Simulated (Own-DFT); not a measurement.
## Calculated data, Al32O47 (corundum with one vacancy, atoms displaced), Al31GaO48 (corundum with substituted atoms, atoms displaced)

Computed with Own-DFT development build. A calculation, not a measurement: plane-wave PBE density functional theory by an unreviewed code, no spin, of a simulated periodic cell, stress positive in tension, free energy of the whole cell less one offset for each atom, defect cell not probed for a lower state with spin; oxygen file: force components 24 meV/angstrom off all-electron in one glass; forces on such cells passed a denser k mesh, this cell's mesh not checked; offsets are fitted by least squares, one for each functional and potential file, so energies compare only between cells with the same atoms and settings and are not formation energies; the far tail of each file's local potential was reset to the Coulomb form; each entry is a single point on an unrelaxed cell, so the pressure reflects the starting lattice, mostly measured values, from which strain is counted, and rises with the displacements; printed positions are rounded, which can move forces by about a meV/angstrom; the program is a retired in-house code; no spin-orbit coupling; before rounding, a Quantum ESPRESSO 7.3.1 run of the same cell and cutoff gave forces within 1 meV/angstrom rms on each cell, which checks the program and not the settings.

Common to all runs: functional PBE; potential files PseudoDojo norm-conserving, scalar-relativistic, standard set; wave cutoff 72 hartree; occupations Fermi-Dirac; smearing width 0.1 eV; k mesh 3 x 3 x 3 centred on Gamma.

(1) 
```xyz
79
Lattice="5.4940 0.0000 8.6604 -2.7470 4.7579 8.6604 -2.7470 -4.7579 8.6604" Properties=species:S:1:pos:R:3:force_x:R:1:force_y:R:1:force_z:R:1 formula=Al32O47 free_energy_of_cell_above_offsets=-44.488 pressure=12.99 stress_xx=-14.99 stress_yy=-11.22 stress_zz=-12.77 stress_yz=0.17 stress_xz=-0.07 stress_xy=-0.67
Al     0.0071    -0.0737     4.5200      -1.33      0.446      0.577
Al     0.0168     0.0610     8.4928      0.469     -3.036     -1.581
Al     0.0237     0.1193    11.1168     -1.722     -1.878       0.15
Al     0.0833     0.0989     1.9549     -1.588     -1.083     -0.644
O     -0.1087     1.6476     7.6025     -1.968     -1.522      0.284
O      1.5221    -0.7161     7.6818     -1.391      0.784     -0.426
O     -1.4143    -1.0420     7.5798      0.732      2.805     -0.007
O      0.0105    -1.6128     5.4355      0.384     -0.892     -0.042
O     -1.4124     0.7661     5.3324     -0.965       -2.1      -0.43
O      1.3006     0.8198     5.2921      1.689      2.074      1.421
Al    -1.4022    -2.2630     8.9333     -0.128     -3.411      -1.17
Al    -1.4110    -2.4243    12.6638      2.305      1.171      1.512
Al    -1.5683    -2.4405    15.4573      3.894      2.597     -3.178
Al    -1.5531    -2.3059     6.2257      5.958     -5.719      2.373
O     -1.5790    -0.7386    11.7899      2.599      0.102      0.872
O      0.3402    -3.0371    11.9764     -5.289     -1.726     -1.963
O     -2.6514    -3.2329    11.8127     -2.358      -1.45     -0.019
O     -1.3271    -3.8850     9.8163      1.625     -1.406      0.351
O     -2.8379    -1.6420     9.8806     -0.583      -0.71     -2.256
O     -0.0457    -1.5870     9.6935      1.356      3.015      1.001
Al    -1.3294     2.3033     8.8047     -2.683      1.576       0.27
Al    -1.4259     2.3628    12.6847     -0.292     -0.952      2.787
Al    -1.4843     2.4489    15.4137      1.422     -1.079     -0.043
Al    -1.3130     2.3141     6.1406     -2.586      1.343      0.257
O     -1.5240     3.9817    11.8988      0.413      0.027     -0.239
O      0.1957     1.6722    12.0302     -2.031     -0.503     -2.672
O     -2.8263     1.4401    11.9189      1.325      0.531     -0.849
O     -1.2311     0.6557     9.7089     -0.914      1.075      0.334
O     -2.8226     3.2007     9.7696     -0.396     -2.032      -0.91
O     -0.0452     3.1904     9.6392       1.97      0.268      2.635
Al    -2.7008    -0.0990    13.1145     -0.825      2.336      2.643
Al    -2.5507    -0.0785    17.0466     -3.467      2.734      1.187
Al    -2.9032    -0.0430    19.7441      3.525      2.043     -1.159
Al    -2.7897    -0.0048    10.5750     -0.531      1.293      0.176
O     -2.8246     1.5857    16.2574     -0.014      0.003      0.046
O     -1.2254    -0.8151    16.2838      1.556      -1.08     -1.262
O     -4.2118    -0.9307    16.3743      1.792     -0.349     -0.838
O     -2.6401    -1.6475    14.0275      0.737     -1.338      0.965
O     -4.2273     0.6473    14.0542     -0.011      1.951      0.558
O     -1.3076     0.8570    14.0748     -1.616      0.684      -1.24
Al     2.7833     0.0379     9.0380     -1.696     -1.452     -3.096
Al     2.6824    -0.1994    12.7212       2.26      3.302      0.501
Al     2.7405    -0.0916    15.4341      1.817      2.566     -1.849
Al     2.7525     0.1458     6.2730     -1.232     -2.887     -0.168
O      2.6353     1.5976    11.8344     -0.241      0.582      0.123
O      4.3015    -0.7606    11.8693     -1.514      1.005      0.821
O      1.3532    -0.8895    11.7999       0.39      0.126      0.884
O      2.8577    -1.5825     9.6617      0.344     -1.465      1.827
O      1.2055     0.6537     9.7812      1.047      1.957       0.38
O      4.0840     0.8559     9.8383      0.253      2.159      -1.07
Al     1.3799    -2.3840    13.1579      -0.28     -0.325      2.245
Al     1.3579    -2.4026    17.2744      2.689     -0.502      -5.42
Al     1.3257    -2.2928    19.6161      1.561      -1.13      5.007
Al     1.3632    -2.2656    10.4736       0.45     -3.031      0.529
O      1.4745    -0.5466    16.3891     -3.832     -4.338      1.436
O      2.9296    -3.1118    16.3350     -2.799     -0.464     -0.236
O     -0.1633    -3.2458    16.1554      2.701     -0.282      2.638
O      1.4540    -4.0028    14.1320      0.862      0.548     -0.321
O     -0.1230    -1.4822    14.1066      0.792     -3.514      -1.87
O      2.7984    -1.5783    14.0342     -4.553      3.823     -2.758
Al     1.2887     2.3446    13.2023      2.166      1.471      3.609
Al     1.4105     2.3818    17.0437     -0.575     -1.609     -0.551
Al     1.3778     2.4608    19.6289     -0.208     -1.835      0.664
Al     1.4108     2.3688    10.6038     -0.721      1.082     -0.161
O      1.1985     3.8763    16.1645      0.757      3.271      0.101
O      2.8400     1.5984    16.0434       1.37      1.267       2.76
O      0.0778     1.4491    16.2201     -1.714     -0.376      0.404
O      1.4411     0.7290    14.2239      2.673     -0.074     -3.572
O     -0.2176     3.1030    14.1437      0.897      0.607     -1.561
O      2.8876     3.3708    14.0649     -2.498     -1.712     -0.904
Al     0.0367    -0.1474    17.5403     -0.924      5.731     -1.009
Al     0.0004     0.0482    21.4135      1.214      0.002      0.912
Al    -0.0491    -0.0940    24.1209      1.469      0.705     -0.766
Al     0.0524     0.0062    14.9538     -1.744      1.486      0.801
O     -0.1152     1.6545    20.5153       0.98      1.222     -0.115
O      1.5106    -0.7356    20.5959     -1.259     -0.666      -1.21
O     -1.3642    -0.7993    20.6043     -1.173     -2.304     -1.234
O      0.2437    -1.6064    18.3445     -2.814     -2.948      2.577
O      1.2521     0.8690    18.4507      2.022      1.406      0.184
```

Units: free_energy_of_cell_above_offsets in eV; pressure, stress_xx, stress_yy, stress_zz, stress_yz, stress_xz, stress_xy in GPa; force_x, force_y, force_z in eV/Å.

(2) 
```xyz
80
Lattice="5.4940 0.0000 8.6604 -2.7470 4.7579 8.6604 -2.7470 -4.7579 8.6604" Properties=species:S:1:pos:R:3:force_x:R:1:force_y:R:1:force_z:R:1 formula=Al31GaO48 free_energy_of_cell_above_offsets=-55.974 pressure=8.96 stress_xx=-9.08 stress_yy=-9.33 stress_zz=-8.47 stress_yz=0.04 stress_xz=-0.09 stress_xy=-0.42
Al     0.0286     0.0133     4.5303      0.402      -0.18      1.557
Al     0.0002    -0.0289     8.4459     -0.001      0.414     -1.528
Al     0.0057    -0.0023    11.0928     -0.422      -0.05     -0.605
Al     0.0440    -0.0125     1.9197      0.175      0.213     -0.203
O     -0.1101     1.6497     7.5938     -0.125       0.07     -0.001
O      1.5328    -0.6830     7.5154     -1.092     -0.737      1.416
O     -1.4345    -0.9185     7.4961      1.189     -0.228      1.375
O      0.1340    -1.6455     5.4436      -0.23     -0.299     -0.696
O     -1.4421     0.7715     5.4412      -0.66     -1.363     -1.153
O      1.3623     0.9113     5.4637     -0.116       0.62     -0.862
Al    -1.3755    -2.3976     8.9182     -0.412      -0.04     -0.573
Al    -1.4012    -2.3084    12.7551     -0.072     -1.686      0.642
Al    -1.3892    -2.3691    15.4189      0.057     -1.011     -0.185
Al    -1.3822    -2.3695     6.2271     -0.031     -0.442      0.614
O     -1.4564    -0.7161    11.9636     -0.471       0.24       -0.9
O      0.0446    -3.1423    11.9285        0.9      1.348      0.065
O     -2.7645    -3.3485    11.9321      0.341      0.983     -0.237
O     -1.2269    -4.0631     9.7301     -0.318      0.328       0.47
O     -2.8735    -1.6605     9.7417       0.72      0.307      0.216
O     -0.0032    -1.3970     9.7830      0.038     -1.599     -0.471
Al    -1.4215     2.4060     8.8757      1.633     -0.964     -0.224
Al    -1.3818     2.3608    12.6918      0.671      0.719       1.09
Al    -1.3698     2.3484    15.3696     -0.527      1.316      0.102
Al    -1.3437     2.3458     6.2802     -0.244      0.899       0.14
O     -1.4604     4.0325    11.9410      0.098     -0.027      -0.51
O      0.0648     1.6158    11.8466      0.891      1.163      0.903
O     -2.7176     1.4280    11.9601     -1.307      0.333     -1.761
O     -1.2321     0.6509     9.7013     -1.457      1.097      0.547
O     -2.8015     3.0865     9.7482     -1.817      0.036      0.705
O     -0.0190     3.2482     9.7499      0.483      0.724      0.112
Al    -2.7314     0.0353    13.2118     -0.887     -0.659       0.78
Al    -2.7139    -0.0209    17.0599     -1.772       0.05      0.734
Al    -2.7025     0.0531    19.7954     -1.421     -1.114     -1.722
Al    -2.7535     0.0167    10.5866      0.669      -0.73     -0.372
O     -2.8989     1.6403    16.2837      1.017      0.419     -0.762
O     -1.2841    -0.7411    16.2876      1.403      0.114     -1.024
O     -4.1495    -0.9325    16.2274      0.525      0.279      0.115
O     -2.6480    -1.6385    14.0697      0.341       0.23     -0.043
O     -4.2245     0.7232    14.0700      0.649      0.188      0.435
O     -1.3396     0.8908    14.0251      0.145      0.417      0.948
Al     2.7474     0.0064     8.9885      0.297      1.409     -2.197
Al     2.8139    -0.0286    12.7646     -0.573      0.004      0.272
Al     2.6879    -0.0021    15.3822      1.583       0.69      -0.14
Al     2.7713     0.0040     6.2213     -1.002      0.396      1.204
O      2.6408     1.5985    11.9268      -0.25      0.934     -0.387
O      4.2775    -0.7778    11.8914     -0.687      0.167      0.282
O      1.3274    -0.9284    11.9504      1.118     -0.239     -0.401
O      2.8170    -1.6008     9.7312      0.822     -1.471      0.961
O      1.2323     0.7260     9.7320      0.904     -0.002      0.477
O      4.1804     0.9125     9.7746     -0.871     -0.317     -0.277
Al     1.3445    -2.3729    13.2022       0.59     -0.409      0.483
Al     1.3620    -2.3366    17.0378      0.668     -1.607      0.414
Al     1.3771    -2.3668    19.7492       0.35     -0.944     -0.704
Al     1.3779    -2.3442    10.5731     -0.806     -0.548      0.144
O      1.3331    -0.7353    16.2549     -1.996      1.009     -0.261
O      2.8288    -3.1348    16.1926      0.087      0.547      0.745
O     -0.0081    -3.2434    16.2348       0.27      -0.24      0.441
O      1.4734    -3.9762    14.1002     -0.594     -0.207      0.051
O     -0.0791    -1.6838    14.0437     -0.906      1.091      1.007
O      2.7431    -1.4912    14.0649     -0.343      0.974     -0.758
Al     1.4056     2.4082    13.2186     -0.987     -0.825      0.613
Al     1.3435     2.3468    17.1278      0.736      1.342     -1.876
Al     1.3423     2.3754    19.6978       0.65     -0.384      1.142
Al     1.3734     2.3584    10.5773     -0.368      0.047      -0.67
O      1.2554     4.0568    16.2180     -0.301     -0.889      1.168
O      2.8641     1.6880    16.2185     -0.891     -0.736       0.39
O     -0.0198     1.5047    16.2367      0.367     -1.342      0.312
O      1.4859     0.7570    14.0636     -0.031     -0.548      0.249
O     -0.1115     3.1372    14.0908      0.634     -1.114     -1.328
O      2.7183     3.3076    14.1064      0.185      -1.03      0.093
Al    -0.0042     0.0115    17.5665     -0.256     -0.679     -0.088
Ga    -0.0687    -0.0470    21.4282      2.381      0.774       0.31
Al    -0.0677    -0.0206    24.0393      1.433      0.568      0.581
Al     0.0076    -0.0200    14.8853      0.055      0.086     -0.079
O     -0.1118     1.5858    20.6143     -0.194      2.934     -2.155
O      1.4815    -0.7439    20.5272       0.92        0.1       0.13
O     -1.3761    -0.8800    20.5430     -1.296     -2.442     -0.674
O      0.1682    -1.6940    18.3965      -1.21      0.825      0.269
O     -1.4976     0.7407    18.3829      0.635      0.271      0.608
O      1.3700     0.9244    18.3794     -0.088      0.428      0.516
```

Units: free_energy_of_cell_above_offsets in eV; pressure, stress_xx, stress_yy, stress_zz, stress_yz, stress_xz, stress_xy in GPa; force_x, force_y, force_z in eV/Å.

(3) 
```xyz
79
Lattice="5.4940 0.0000 8.6604 -2.7470 4.7579 8.6604 -2.7470 -4.7579 8.6604" Properties=species:S:1:pos:R:3:force_x:R:1:force_y:R:1:force_z:R:1 formula=Al32O47 free_energy_of_cell_above_offsets=-42.776 pressure=15.15 stress_xx=-15.6 stress_yy=-17.45 stress_zz=-12.38 stress_yz=-0.78 stress_xz=-0.3 stress_xy=-1.52
Al    -0.0990     0.1577     4.6732      2.939     -2.732     -2.503
Al    -0.1098    -0.0953     8.3928      3.732      2.569      1.296
Al     0.0715     0.1665    11.1651     -0.155     -4.203     -4.188
Al    -0.0120     0.1215     1.8892      1.379     -2.513      0.279
O     -0.0150     1.6632     7.5971     -1.414     -0.534      -0.78
O      1.4915    -0.7329     7.5283     -0.819     -0.733     -0.001
O     -1.2451    -0.9207     7.3903     -1.433     -0.189       1.27
O      0.1168    -1.7948     5.4781      1.073      2.585      -2.23
O     -1.4358     0.8423     5.4580     -1.687     -1.618      -0.91
O      1.3612     0.9197     5.3122      0.938      0.026      1.367
Al    -1.3710    -2.4119     8.9807      1.224      0.772      -1.75
Al    -1.3866    -2.4054    12.7175      2.364     -1.269     -0.196
Al    -1.3877    -2.2341    15.3655     -1.168     -3.327      3.297
Al    -1.3427    -2.4169     6.1613       -0.5     -1.117      2.832
O     -1.3964    -0.7395    11.8147     -1.472     -0.703      2.095
O      0.1278    -3.1037    11.9111      1.481      0.214      0.678
O     -2.7057    -3.2314    11.8743     -1.479      0.659      0.356
O     -1.1601    -3.9133     9.7960     -2.044     -1.776     -0.006
O     -2.8277    -1.6285     9.6968     -0.872      0.402     -0.166
O     -0.0928    -1.3007     9.8951       1.23     -2.537     -1.891
Al    -1.3912     2.4051     8.9037      0.191     -0.702     -0.767
Al    -1.4567     2.3852    12.9015      0.477      0.686     -3.058
Al    -1.4164     2.3192    15.4409     -0.308      0.881       1.25
Al    -1.4054     2.3982     6.1491      1.141      0.726      4.242
O     -1.5362     4.0939    11.7226       1.31     -1.546      2.536
O      0.1927     1.6353    11.8861     -1.027       4.38      1.865
O     -2.7420     1.4376    11.9178       0.11     -0.683      0.134
O     -1.1362     0.7725     9.7210     -2.469      0.134       0.78
O     -2.8958     2.9871     9.7491      0.041      1.395      0.334
O     -0.0153     3.3571     9.6554      0.834     -1.048      2.467
Al    -2.5346    -0.1914    13.1117     -2.487      3.413      1.742
Al    -2.6885    -0.0260    17.0953     -2.834       1.83     -0.881
Al    -2.6806    -0.0246    19.6765      -1.58      1.304      0.131
Al    -2.7984    -0.0703    10.5860      2.523      3.268     -1.768
O     -2.8970     1.6729    16.2245      0.016     -0.788      0.595
O     -1.3841    -0.7741    16.3715      3.697     -0.975     -2.536
O     -4.1445    -0.9850    16.1756      0.266      1.004      1.081
O     -2.6190    -1.5968    14.2433     -0.369      0.443      -3.95
O     -4.1905     0.6826    14.1304      1.326     -0.023      -3.13
O     -1.3257     0.8452    14.0518     -1.491      0.834     -1.405
Al     2.8789     0.0629     8.8562     -2.933     -1.436      3.196
Al     2.7898     0.0137    12.7838     -1.174      1.482     -1.052
Al     2.8674    -0.0305    15.4329     -2.632      1.862      0.476
Al     2.7613    -0.0968     6.3965     -0.752      1.692     -1.417
O      2.6076     1.7347    11.9466       1.38     -0.535     -0.378
O      4.2795    -0.7068    11.8336      -1.32      0.615       2.26
O      1.3877    -0.8450    11.9317      0.897     -1.172      0.896
O      2.9314    -1.7181     9.6990     -1.911      1.254      1.778
O      1.3568     0.7229     9.5382     -0.798      1.244      3.614
O      4.1298     0.9580     9.7781      0.585      0.842     -0.049
Al     1.4291    -2.3546    13.3210     -1.072     -0.142     -0.575
Al     1.2488    -2.3815    16.9520      4.158      0.515      0.784
Al     1.4560    -2.2649    19.6853     -1.345     -3.455       0.05
Al     1.5001    -2.3773    10.6510      -3.13      0.744     -2.202
O      1.0916    -0.7081    16.1612      2.134     -1.035      1.092
O      2.9156    -3.0850    16.1922     -1.517      0.163      0.513
O      0.0084    -3.3449    16.4070     -1.751      1.101     -4.792
O      1.6064    -4.0524    14.1109     -1.699      0.597     -0.492
O     -0.2051    -1.6971    14.1623      2.096     -0.188       -2.1
O      2.8399    -1.3665    14.1200     -1.129     -1.199     -1.646
Al     1.2971     2.5248    13.1615      1.891     -3.054      0.519
Al     1.2986     2.4619    17.0916      0.556     -2.594     -0.638
Al     1.3038     2.3185    19.7923       5.08      2.462     -2.865
Al     1.3900     2.4148    10.5063     -0.285     -2.215     -0.698
O      1.1966     4.0776    16.3706      2.788     -0.399     -3.264
O      2.8397     1.6891    16.3139     -0.374     -1.728     -1.584
O     -0.1528     1.4869    16.2438       2.71     -0.545      0.017
O     -0.0653     3.1447    14.0669     -1.154     -0.117     -0.421
O      2.8245     3.3139    14.0497     -1.846     -0.145     -1.485
Al     0.1930    -0.1594    17.7841     -8.064      0.247     -6.885
Al     0.0077    -0.0578    21.3841      2.504      2.391       1.05
Al     0.1447    -0.0521    23.8805     -1.158      1.294      4.102
Al    -0.0569    -0.0345    14.7998      2.972      1.961      3.057
O     -0.0344     1.6929    20.5206     -3.149     -2.094      3.124
O      1.5188    -0.6944    20.4682     -0.018     -0.012      2.134
O     -1.2465    -0.8705    20.5949      -2.94     -0.303     -2.267
O      0.1821    -1.6633    18.4940      -0.46       -1.5     -0.037
O     -1.5845     0.7460    18.2606      3.195      0.656      3.638
O      1.1982     0.8299    18.3943      6.982      4.235      4.036
```

Units: free_energy_of_cell_above_offsets in eV; pressure, stress_xx, stress_yy, stress_zz, stress_yz, stress_xz, stress_xy in GPa; force_x, force_y, force_z in eV/Å.
